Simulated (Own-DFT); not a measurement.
## Calculated data, AlGa3N4 (wurtzite random alloy, atoms displaced)

A calculation, not a measurement: plane-wave density functional theory by an unreviewed code, no spin, of a simulated periodic cell, stress positive in tension, run twice, with PBE and with PBEsol, both on files made for PBE, so the change isn't that of files made for PBEsol, forces on such cells passed a denser k mesh, this cell's mesh not checked; the far tail of each file's local potential was reset to the Coulomb form; each entry is a single point on an unrelaxed cell, so the pressure reflects the starting lattice, mostly measured values (interpolated for alloys), from which strain is counted, and rises with the displacements; printed positions are rounded, which can move forces by about a meV/angstrom; the program, named Own-DFT, is a retired in-house code; no spin-orbit coupling; stress was not checked against mesh or cutoff. Program: Own-DFT development build.

Common to all runs: functional PBE, then PBEsol; potential files PseudoDojo norm-conserving, scalar-relativistic, standard set; wave cutoff 42 hartree; occupations Fermi-Dirac; smearing width 0.1 eV; k mesh 4 x 4 x 3 centred on Gamma.

(1) AlGa3N4 (wurtzite random alloy, atoms displaced)

```xyz
72
Lattice="9.5092 0.0000 0.0000 -4.7546 8.2353 0.0000 0.0000 0.0000 10.2685" Properties=species:S:1:pos:R:3 AlGa3N4
Ga    -0.0218     1.8042     0.0349
Ga     1.5939     0.8955     2.5683
N      0.0115     1.8068     1.9236
N      1.6067     0.9547     4.4912
Ga     0.0066     1.8403     5.1840
Al     1.5485     0.9704     7.7071
N      0.0236     1.8298     7.0985
N      1.5243     0.8964     9.6044
Al    -1.5542     4.5800    10.2666
Ga    -0.0269     3.6588     2.5781
N     -1.5782     4.5853     1.9854
N     -0.0559     3.6090     4.4931
Ga    -1.6045     4.5624     5.1045
Al     0.0228     3.5975     7.7205
N     -1.5768     4.6204     7.0352
N      0.0001     3.6968     9.6655
Ga    -3.1776     7.2630     0.0280
Ga    -1.6467     6.3863     2.6134
N     -3.1862     7.3731     1.9677
N     -1.5673     6.3857     4.5091
Ga    -3.1988     7.3092     5.1261
Al    -1.6157     6.4050     7.7071
N     -3.1301     7.3924     7.0707
N     -1.5389     6.3973     9.6815
Al     3.1675     1.7940     0.0317
Al     4.7715     0.9628     2.5422
N      3.1326     1.8548     1.9487
N      4.7248     0.9516     4.5182
Ga     3.2390     1.8471     5.1512
Ga     4.7799     0.8717     7.6845
N      3.1748     1.8147     7.0810
N      4.6888     0.9370     9.6657
Ga     1.5879     4.5849     0.0101
Ga     3.1743     3.6463     2.5701
N      1.6592     4.5570     1.9775
N      3.1760     3.6833     4.4542
Ga     1.6061     4.5733     5.1063
Ga     3.1626     3.6756     7.7120
N      1.5202     4.5673     7.0428
N      3.1975     3.6869     9.6383
Ga     0.0134     7.3328    10.2561
Ga     1.5927     6.4008     2.5809
N     -0.0191     7.3330     1.9321
N      1.5779     6.4286     4.5700
Ga    -0.0098     7.2897     5.1680
Ga     1.6149     6.4329     7.6785
N     -0.0483     7.3459     7.1272
N      1.6125     6.4145     9.6626
Ga     6.2946     1.8093    10.2346
Ga     7.9173     0.9207     2.5388
N      6.3275     1.7980     1.9823
N      7.9067     0.9125     4.5093
Al     6.3281     1.8123     5.1136
Ga     7.8695     0.9097     7.7108
N      6.3775     1.7960     7.1173
N      7.9342     0.9084     9.6615
Ga     4.7607     4.5718     0.0491
Ga     6.3367     3.6342     2.6048
N      4.7873     4.5587     1.9224
N      6.3815     3.5822     4.4611
Ga     4.7520     4.5996     5.1127
Ga     6.3144     3.6420     7.7288
N      4.7160     4.5610     7.0859
N      6.4020     3.6914     9.5752
Ga     3.1822     7.3385    10.2558
Ga     4.8227     6.4604     2.5064
N      3.1363     7.2833     1.9117
N      4.7445     6.4156     4.5351
Al     3.1878     7.2744     5.1432
Al     4.7615     6.3958     7.7062
N      3.1235     7.3575     7.0624
N      4.6995     6.4170     9.6092
```

It finds PBE pressure 6.22 GPa; PBE stress xx -6.11 GPa; PBE stress yy -5.65 GPa; PBE stress zz -6.9 GPa; PBE stress yz -0.34 GPa; PBE stress xz 0.05 GPa; PBE stress xy 0.1 GPa; PBEsol pressure 1.34 GPa; PBEsol stress xx -1.23 GPa; PBEsol stress yy -0.78 GPa; PBEsol stress zz -2.02 GPa; PBEsol stress yz -0.33 GPa; PBEsol stress xz 0.07 GPa; PBEsol stress xy 0.1 GPa; rms change of force components from PBE to PBEsol 0.067 eV/Å.

Force:
```csv
force element,PBE force x (eV/Å),PBE force y (eV/Å),PBE force z (eV/Å),PBEsol force x (eV/Å),PBEsol force y (eV/Å),PBEsol force z (eV/Å)
Ga,0.422,0.685,-0.641,0.414,0.649,-0.611
Ga,-0.183,1.399,0.598,-0.187,1.373,0.589
N,-0.283,0.288,0.544,-0.284,0.278,0.523
N,-0.107,-0.506,0.497,-0.111,-0.5,0.48
Ga,-0.173,-0.632,-0.778,-0.172,-0.61,-0.772
Al,0.993,-0.867,-0.054,0.99,-0.871,-0.069
N,-0.318,0.287,0.63,-0.455,0.208,0.488
N,1.53,0.296,0.348,1.382,0.229,0.462
Al,-0.136,0.067,0.321,-0.142,0.067,0.355
Ga,0.929,-0.286,-0.193,0.898,-0.283,-0.169
N,-0.556,-0.24,-1.729,-0.544,-0.235,-1.551
N,1.031,0.855,0.214,1.008,0.836,0.204
Ga,0.269,-0.176,0.566,0.263,-0.172,0.545
Al,-0.744,1.408,-0.121,-0.759,1.397,-0.121
N,0.312,-0.543,1.219,0.207,-0.622,1.091
N,-0.527,-0.473,-0.781,-0.371,-0.533,-0.676
Ga,0.108,0.752,-0.971,0.095,0.75,-0.934
Ga,1.314,0.591,-0.704,1.289,0.566,-0.677
N,0.865,-0.861,-0.792,0.835,-0.854,-0.772
N,-0.692,0.312,0.27,-0.681,0.301,0.255
Ga,0.909,0.928,0.412,0.896,0.903,0.405
Al,0.258,0.111,0.141,0.249,0.119,0.141
N,-0.947,-0.918,1.021,-0.945,-0.906,0.852
N,-1.021,-0.84,-1.067,-0.995,-0.666,-0.96
Al,-1.121,0.85,-0.56,-1.145,0.858,-0.552
Al,-0.964,-1.082,0.553,-0.984,-1.081,0.562
N,1.488,-1.036,-0.963,1.339,-0.94,-0.83
N,1.815,-0.693,-1.036,1.635,-0.735,-0.923
Ga,-1.533,0.303,0.107,-1.493,0.285,0.101
Ga,-0.76,1.239,0.547,-0.731,1.207,0.534
N,-0.625,0.149,0.492,-0.485,0.218,0.423
N,0.159,0.04,-0.242,0.326,-0.055,-0.297
Ga,0.372,-0.036,0.248,0.374,-0.03,0.246
Ga,0.51,0.207,-0.313,0.479,0.206,-0.296
N,-1.63,0.422,-0.432,-1.59,0.416,-0.426
N,0.311,-0.163,1.041,0.304,-0.157,1.016
Ga,-0.916,-0.369,0.103,-0.894,-0.353,0.106
Ga,-0.623,-0.457,-0.103,-0.582,-0.439,-0.105
N,0.238,-0.281,0.71,0.374,-0.194,0.634
N,-0.383,-1.464,0.671,-0.373,-1.304,0.612
Ga,0.216,-0.174,0.481,0.209,-0.177,0.477
Ga,-0.661,-0.002,0.144,-0.644,-0.012,0.129
N,-0.057,0.7,0.829,-0.047,0.551,0.757
N,0.934,-0.006,-0.526,0.773,-0.089,-0.567
Ga,-0.158,0.866,0.003,-0.158,0.839,0.003
Ga,-1.155,-0.857,0.536,-1.122,-0.819,0.524
N,-0.062,-1.564,-0.322,0.078,-1.442,-0.369
N,-0.374,0.109,-0.66,-0.368,0.11,-0.646
Ga,0.597,0.593,0.542,0.593,0.568,0.52
Ga,0.351,-0.573,0.704,0.35,-0.547,0.687
N,-0.543,0.331,-0.993,-0.371,0.411,-1.025
N,-0.292,-0.876,0.626,-0.159,-0.799,0.516
Al,0.366,-0.404,0.397,0.358,-0.4,0.422
Ga,1.718,-0.062,0.38,1.657,-0.065,0.376
N,-1.327,0.937,-1.844,-1.292,0.907,-1.667
N,-0.82,0.371,-0.314,-0.803,0.359,-0.307
Ga,0.248,0.023,-1.324,0.223,0.028,-1.292
Ga,0.297,0.068,-1.144,0.302,0.077,-1.101
N,0.043,0.536,0.91,0.044,0.518,0.876
N,-1.119,0.28,1.727,-1.086,0.443,1.616
Ga,0.403,-0.882,0.236,0.388,-0.863,0.227
Ga,0.583,0.47,-1.459,0.558,0.443,-1.412
N,0.72,1.274,-0.346,0.698,1.098,-0.384
N,-0.047,-0.017,2.27,-0.183,-0.096,2.153
Ga,-0.498,-0.269,0.247,-0.488,-0.269,0.248
Ga,-2.092,-1.171,0.992,-2.037,-1.142,0.967
N,1.021,0.584,0.49,0.999,0.579,0.473
N,-0.491,0.162,-0.732,-0.323,0.074,-0.765
Al,-0.582,1.311,-0.145,-0.577,1.31,-0.148
Al,0.005,0.575,-0.452,0.003,0.58,-0.468
N,1.96,-1.039,-0.652,1.793,-0.953,-0.518
N,1.223,-0.56,-0.372,1.198,-0.543,-0.185
```

(2) AlGa3N4 (wurtzite random alloy, atoms displaced)

```xyz
72
Lattice="9.5092 0.0000 0.0000 -4.7546 8.2353 0.0000 0.0000 0.0000 10.2685" Properties=species:S:1:pos:R:3 AlGa3N4
Al    -0.0040     1.8005    10.2524
Ga     1.5869     0.9109     2.5423
N      0.0508     1.8320     1.9261
N      1.5793     0.9102     4.5100
Ga     0.0024     1.8161     5.1628
Ga     1.5954     0.8937     7.7009
N      0.0041     1.8551     6.9952
N      1.6126     0.9481     9.6626
Ga    -1.6439     4.5957     0.0178
Ga     0.0193     3.6217     2.6038
N     -1.6061     4.5525     1.8970
N      0.0036     3.6584     4.5257
Ga    -1.6071     4.5680     5.0920
Al     0.0446     3.6654     7.6788
N     -1.6118     4.5643     7.0722
N      0.0237     3.6371     9.6117
Al    -3.1641     7.3506    10.2510
Al    -1.5574     6.4109     2.5888
N     -3.1992     7.3316     1.9766
N     -1.5475     6.4231     4.5166
Ga    -3.1046     7.3216     5.1402
Al    -1.6088     6.3978     7.6387
N     -3.1527     7.3219     7.0958
N     -1.5705     6.3741     9.5985
Ga     3.1317     1.7898    10.2623
Al     4.7871     0.9674     2.5338
N      3.2104     1.8529     1.9481
N      4.6982     0.9404     4.5226
Ga     3.1630     1.8903     5.1556
Ga     4.7819     0.9065     7.7480
N      3.1763     1.8743     7.0920
N      4.7611     0.9262     9.6596
Ga     1.5865     4.5734     0.0053
Ga     3.1950     3.6929     2.5812
N      1.5688     4.5278     1.9518
N      3.1182     3.6657     4.4867
Ga     1.5298     4.5044     5.0779
Ga     3.1952     3.6515     7.7150
N      1.5535     4.5790     7.0303
N      3.1931     3.7363     9.6706
Ga    -0.0297     7.2900     0.0040
Ga     1.6116     6.4250     2.5563
N      0.0231     7.2896     1.9020
N      1.5954     6.4391     4.5327
Ga    -0.0447     7.2679     5.1736
Ga     1.5811     6.4262     7.7512
N      0.0038     7.3204     7.1311
N      1.5885     6.4047     9.6667
Ga     6.3428     1.7910     0.0148
Al     7.9685     0.8836     2.5592
N      6.3274     1.8631     1.9434
N      7.8953     0.9233     4.4743
Ga     6.3576     1.8403     5.2024
Ga     7.8937     0.9094     7.6784
N      6.3530     1.8323     7.0647
N      7.9361     1.0175     9.6949
Ga     4.7358     4.6350     0.0113
Ga     6.3078     3.6033     2.6116
N      4.7058     4.5838     1.8908
N      6.2999     3.6243     4.5869
Ga     4.7770     4.6114     5.1456
Al     6.3598     3.6487     7.7020
N      4.7103     4.6004     7.0424
N      6.3332     3.6699     9.6079
Ga     3.1438     7.3384    10.2535
Ga     4.8091     6.3941     2.5691
N      3.1752     7.3471     1.9678
N      4.8378     6.4668     4.5131
Al     3.2154     7.3606     5.1723
Ga     4.7245     6.3790     7.6938
N      3.1277     7.3219     7.0550
N      4.7643     6.4402     9.6648
```

It finds PBE pressure 6.28 GPa; PBE stress xx -6.27 GPa; PBE stress yy -5.42 GPa; PBE stress zz -7.15 GPa; PBE stress yz -0.59 GPa; PBE stress xz -0.02 GPa; PBE stress xy -1.01 GPa; PBEsol pressure 1.4 GPa; PBEsol stress xx -1.38 GPa; PBEsol stress yy -0.55 GPa; PBEsol stress zz -2.26 GPa; PBEsol stress yz -0.55 GPa; PBEsol stress xz -0.01 GPa; PBEsol stress xy -0.99 GPa; rms change of force components from PBE to PBEsol 0.069 eV/Å.

Force:
```csv
force element,PBE force x (eV/Å),PBE force y (eV/Å),PBE force z (eV/Å),PBEsol force x (eV/Å),PBEsol force y (eV/Å),PBEsol force z (eV/Å)
Al,0.688,1.47,0.425,0.71,1.474,0.435
Ga,0.75,0.444,0.773,0.716,0.444,0.763
N,-1.592,-0.747,-0.691,-1.429,-0.666,-0.569
N,0.259,0.28,-0.012,0.254,0.276,-0.008
Ga,-0.137,-0.281,-1.631,-0.13,-0.271,-1.581
Ga,-0.113,0.82,-0.195,-0.103,0.801,-0.201
N,-0.079,0.103,2.573,-0.076,-0.042,2.452
N,-1.881,-1.428,-0.164,-1.695,-1.32,-0.256
Ga,0.969,-0.838,-0.924,0.949,-0.822,-0.888
Ga,-0.533,0.429,-0.808,-0.502,0.412,-0.795
N,0,0.937,2.104,-0.005,0.792,2.01
N,-1.458,-0.69,-0.575,-1.413,-0.672,-0.571
Ga,0.229,-0.087,0.835,0.227,-0.088,0.834
Al,-0.761,0.101,0.272,-0.769,0.102,0.263
N,0.424,0.129,0.308,0.433,0.12,0.156
N,-0.442,-0.594,-0.352,-0.422,-0.444,-0.244
Al,0.31,-0.53,0.28,0.323,-0.525,0.288
Al,-0.156,-0.169,-0.729,-0.16,-0.178,-0.724
N,2.094,-0.635,-1.627,1.924,-0.554,-1.501
N,-0.822,-1.068,-1.384,-0.802,-1.037,-1.188
Ga,-0.39,0.767,0.139,-0.393,0.748,0.131
Al,0.594,-0.426,0.998,0.603,-0.426,0.979
N,0.142,-0.584,-0.005,0,-0.478,-0.064
N,-1.398,1.189,-0.449,-1.254,1.094,-0.335
Ga,1.423,1.839,0.663,1.387,1.8,0.65
Al,-0.602,-0.993,0.874,-0.593,-1.003,0.864
N,0.23,-0.748,-0.062,0.084,-0.659,-0.12
N,0.942,-0.426,-0.937,0.911,-0.406,-0.783
Ga,-0.101,-0.849,-0.294,-0.094,-0.832,-0.285
Ga,-0.557,0.297,-0.673,-0.535,0.28,-0.661
N,0.147,-1.036,0.217,0.14,-1.006,0.208
N,-0.195,-0.483,0.097,-0.19,-0.474,0.083
Ga,-0.418,-0.388,0.207,-0.403,-0.374,0.209
Ga,-0.77,-0.581,-0.387,-0.766,-0.568,-0.385
N,0.279,0.942,0.022,0.281,0.923,0.022
N,1.186,0.588,0.269,1.151,0.565,0.256
Ga,1.236,2.176,0.987,1.21,2.123,0.971
Ga,-0.969,0.836,0.264,-0.944,0.825,0.248
N,0.066,-0.207,0.775,0.202,-0.127,0.7
N,-0.324,-1.294,-0.576,-0.319,-1.258,-0.571
Ga,0.19,0.188,-0.362,0.206,0.171,-0.348
Ga,-0.283,-0.654,0.674,-0.281,-0.646,0.648
N,-1.129,1.102,1.325,-0.976,1.027,1.194
N,0.782,-0.144,0.04,0.638,-0.21,-0.016
Ga,1.896,1.597,0.008,1.853,1.556,0.014
Ga,-0.234,-1.046,-0.791,-0.221,-1.008,-0.775
N,-1.136,-0.342,-0.199,-0.98,-0.259,-0.238
N,-0.046,0.312,-0.063,-0.045,0.309,-0.07
Ga,-0.553,1.583,0.104,-0.54,1.553,0.106
Al,-0.365,0.93,0.088,-0.359,0.961,0.08
N,0.754,-1.85,0.492,0.768,-1.66,0.386
N,0.572,-0.676,-0.071,0.553,-0.515,0.045
Ga,-0.875,-1.213,-1.368,-0.851,-1.179,-1.322
Ga,0.97,0.419,0.583,0.929,0.398,0.555
N,-0.399,0.875,1.382,-0.384,0.702,1.296
N,0.628,-1.579,-1.045,0.434,-1.635,-1.079
Ga,0.717,-0.786,-0.592,0.681,-0.773,-0.568
Ga,0.143,1.327,-0.333,0.147,1.284,-0.348
N,1.224,0.19,1.352,1.191,0.189,1.327
N,0.434,0.715,-1.215,0.428,0.703,-1.199
Ga,-1.17,0.113,-0.397,-1.135,0.107,-0.372
Al,-0.413,0.419,-0.019,-0.433,0.415,-0.041
N,1.544,-0.878,0.838,1.406,-0.795,0.778
N,-0.577,-0.304,-0.503,-0.557,-0.285,-0.328
Ga,0.471,0.338,0.606,0.45,0.305,0.593
Ga,-1.095,-0.012,0.179,-1.063,-0.005,0.175
N,0.486,0.265,-0.412,0.462,0.084,-0.463
N,-1.643,-0.422,0.391,-1.483,-0.486,0.334
Al,-0.725,-0.534,-1.142,-0.709,-0.531,-1.132
Ga,0.259,0.64,0.295,0.235,0.623,0.287
N,0.778,0.223,-0.124,0.754,0.22,0.059
N,0.524,0.939,-0.327,0.374,0.831,-0.371
```

(3) AlGa3N4 (wurtzite random alloy, atoms displaced)

```xyz
72
Lattice="9.5092 0.0000 0.0000 -4.7546 8.2353 0.0000 0.0000 0.0000 10.2685" Properties=species:S:1:pos:R:3 AlGa3N4
Ga    -0.0361     1.7880    10.2683
Ga     1.6344     0.9303     2.5372
N      0.0314     1.8103     1.9902
N      1.5583     0.9397     4.4812
Ga     0.0283     1.8445     5.1078
Al     1.5724     0.8825     7.6697
N      0.0120     1.8309     7.0600
N      1.6059     0.8856     9.5955
Ga    -1.5837     4.5840     0.0010
Ga     0.0407     3.6522     2.6064
N     -1.5987     4.5679     1.9398
N     -0.0231     3.6527     4.5122
Ga    -1.6364     4.5723     5.1878
Ga    -0.0253     3.6469     7.6971
N     -1.5675     4.5656     7.1136
N      0.0590     3.6811     9.6474
Ga    -3.1520     7.3008    10.2499
Al    -1.5546     6.4166     2.6070
N     -3.1042     7.3248     1.9285
N     -1.5849     6.4390     4.5504
Al    -3.1644     7.2682     5.1275
Ga    -1.5734     6.4263     7.7243
N     -3.1734     7.3419     7.0547
N     -1.5882     6.3933     9.6261
Ga     3.1616     1.8456    10.2620
Al     4.7971     0.9159     2.5765
N      3.1237     1.7955     1.9533
N      4.7804     0.9315     4.4682
Ga     3.1732     1.8940     5.1039
Ga     4.7402     0.8295     7.7282
N      3.1417     1.7921     7.1002
N      4.7701     0.9416     9.6083
Ga     1.6318     4.5686    10.2604
Ga     3.1283     3.7186     2.5672
N      1.6139     4.5804     1.9484
N      3.1281     3.6686     4.4899
Ga     1.6015     4.5908     5.1311
Ga     3.1385     3.6801     7.6793
N      1.5956     4.5851     7.0510
N      3.1161     3.6490     9.6401
Ga    -0.0252     7.3526    10.2587
Ga     1.5620     6.3789     2.5716
N     -0.0372     7.3047     1.9554
N      1.6074     6.4287     4.5245
Ga    -0.0227     7.3557     5.1773
Ga     1.5890     6.3989     7.6812
N      0.0316     7.3097     7.1023
N      1.5294     6.4092     9.6317
Al     6.3409     1.8210     0.0137
Ga     7.8841     0.8932     2.6114
N      6.3297     1.8304     1.9815
N      7.9479     0.9015     4.4498
Ga     6.3686     1.8179     5.1214
Al     7.9192     0.9170     7.7116
N      6.2984     1.8066     7.0707
N      7.9227     0.8702     9.6350
Ga     4.7803     4.5683    10.2379
Ga     6.3208     3.6877     2.5640
N      4.7597     4.5597     1.9066
N      6.3234     3.6382     4.5242
Ga     4.7711     4.5506     5.0836
Al     6.3520     3.6569     7.6980
N      4.7126     4.5963     7.1035
N      6.2947     3.6357     9.6520
Ga     3.1968     7.3089    10.2371
Al     4.7894     6.4544     2.5968
N      3.1903     7.3333     1.9736
N      4.6945     6.4146     4.5086
Ga     3.1440     7.3311     5.1440
Al     4.7035     6.4308     7.7123
N      3.1835     7.3077     7.0771
N      4.8110     6.4083     9.6920
```

The calculation gives: PBE pressure 6.1 GPa; PBE stress xx -6.19 GPa; PBE stress yy -5.73 GPa; PBE stress zz -6.37 GPa; PBE stress yz 0.15 GPa; PBE stress xz 0.12 GPa; PBE stress xy 0.53 GPa; PBEsol pressure 1.21 GPa; PBEsol stress xx -1.3 GPa; PBEsol stress yy -0.82 GPa; PBEsol stress zz -1.52 GPa; PBEsol stress yz 0.14 GPa; PBEsol stress xz 0.12 GPa; PBEsol stress xy 0.51 GPa; rms change of force components from PBE to PBEsol 0.064 eV/Å.

Force:
```csv
force element,PBE force x (eV/Å),PBE force y (eV/Å),PBE force z (eV/Å),PBEsol force x (eV/Å),PBEsol force y (eV/Å),PBEsol force z (eV/Å)
Ga,1.106,0.63,0.449,1.091,0.607,0.451
Ga,-1.253,-0.903,0.714,-1.23,-0.857,0.689
N,-0.865,0.194,-0.898,-0.839,0.192,-0.878
N,0.983,-1.548,0.616,0.956,-1.384,0.556
Ga,-0.468,-0.38,0.247,-0.452,-0.356,0.231
Al,0.109,0.606,0.152,0.112,0.61,0.153
N,-0.55,-1.06,0.683,-0.545,-0.889,0.57
N,-0.487,0.209,-0.442,-0.472,0.201,-0.274
Ga,0.244,-0.534,0.062,0.238,-0.513,0.072
Ga,-0.784,-0.14,-0.798,-0.766,-0.151,-0.774
N,0.601,1.021,0.67,0.578,0.868,0.604
N,0.003,0.887,0.483,0.011,0.856,0.462
Ga,0.876,0.107,-0.56,0.876,0.101,-0.541
Ga,1.087,-0.046,0.343,1.069,-0.03,0.326
N,-1.422,-0.003,0.049,-1.256,0.066,-0.01
N,-1.172,-0.685,-0.012,-1.153,-0.67,-0.022
Ga,0.417,0.71,0.601,0.406,0.698,0.595
Al,-0.538,-0.404,-0.38,-0.524,-0.422,-0.373
N,-0.549,-1.15,0.966,-0.542,-0.981,0.845
N,-0.682,-0.471,-0.876,-0.524,-0.534,-0.767
Al,-0.713,1.335,0.049,-0.715,1.327,0.057
Ga,-0.438,-0.235,-0.466,-0.414,-0.232,-0.449
N,-0.837,-0.547,-0.184,-0.704,-0.626,-0.124
N,0.249,0.114,0.188,0.241,0.116,0.178
Ga,-0.172,-0.437,0.144,-0.187,-0.428,0.141
Al,-1.06,-0.114,-0.372,-1.056,-0.115,-0.38
N,2.804,1.056,-0.316,2.617,1.085,-0.354
N,-0.397,-0.022,-0.165,-0.386,-0.024,0.009
Ga,-0.192,-1.493,0.66,-0.188,-1.447,0.648
Ga,-0.194,1.827,-0.63,-0.19,1.785,-0.622
N,-0.174,0.064,-0.405,-0.039,0.144,-0.448
N,0.53,0.184,1.428,0.383,0.094,1.334
Ga,-0.968,0.653,0.374,-0.951,0.629,0.363
Ga,1.305,-1.299,-0.307,1.262,-1.27,-0.298
N,-1.002,0.26,-0.401,-0.972,0.254,-0.385
N,0.792,0.457,-0.029,0.775,0.443,-0.032
Ga,-0.811,0.153,0.091,-0.784,0.147,0.097
Ga,0.323,-0.987,0.342,0.317,-0.958,0.328
N,-0.734,-0.1,0.131,-0.71,-0.097,0.127
N,1.47,0.253,-0.35,1.432,0.251,-0.341
Ga,0.093,-0.269,0.47,0.091,-0.278,0.452
Ga,0.453,0.874,-0.022,0.449,0.854,-0.022
N,0.132,0.759,0.363,0.271,0.687,0.249
N,-1.088,-0.203,-0.127,-1.058,-0.201,-0.126
Ga,0.593,-0.035,-0.527,0.585,-0.04,-0.502
Ga,0.255,-0.264,0.493,0.238,-0.258,0.476
N,-0.568,-0.543,-0.504,-0.56,-0.523,-0.49
N,1.004,0.056,0.102,0.99,0.052,0.092
Al,-0.007,-0.015,0.08,0.012,-0.015,0.104
Ga,0.892,0.413,-1.436,0.872,0.405,-1.393
N,-0.591,-0.249,-1.4,-0.436,-0.163,-1.278
N,-0.209,0.308,1.999,-0.212,0.3,1.949
Ga,-0.118,-0.371,0.316,-0.133,-0.366,0.31
Al,-0.043,0.056,-0.536,-0.053,0.053,-0.548
N,1.377,0.572,0.673,1.237,0.486,0.565
N,-1.083,1.174,-0.705,-0.93,1.072,-0.584
Ga,-0.997,-0.083,0.344,-0.961,-0.082,0.355
Ga,0.308,-0.374,-0.07,0.308,-0.383,-0.077
N,-0.38,1.435,0.895,-0.368,1.28,0.838
N,0.365,0.288,-0.299,0.354,0.291,-0.294
Ga,-0.935,0.595,1.053,-0.933,0.576,1.036
Al,-0.889,-0.195,0.137,-0.897,-0.19,0.124
N,1.551,0.34,-0.048,1.396,0.248,-0.131
N,1.351,-0.985,-1.007,1.308,-0.807,-0.895
Ga,-0.622,-0.557,1.032,-0.603,-0.529,1.023
Al,-0.189,-0.394,-0.808,-0.192,-0.401,-0.818
N,0.33,-0.999,-0.476,0.19,-0.899,-0.508
N,1.898,-0.04,-0.573,1.737,-0.105,-0.456
Ga,0.398,0.267,-0.011,0.38,0.243,-0.014
Al,1.181,-0.495,-0.049,1.181,-0.504,-0.04
N,0.243,1.077,0.763,0.085,1,0.636
N,-1.139,-0.301,-1.97,-1.114,-0.295,-1.798
```
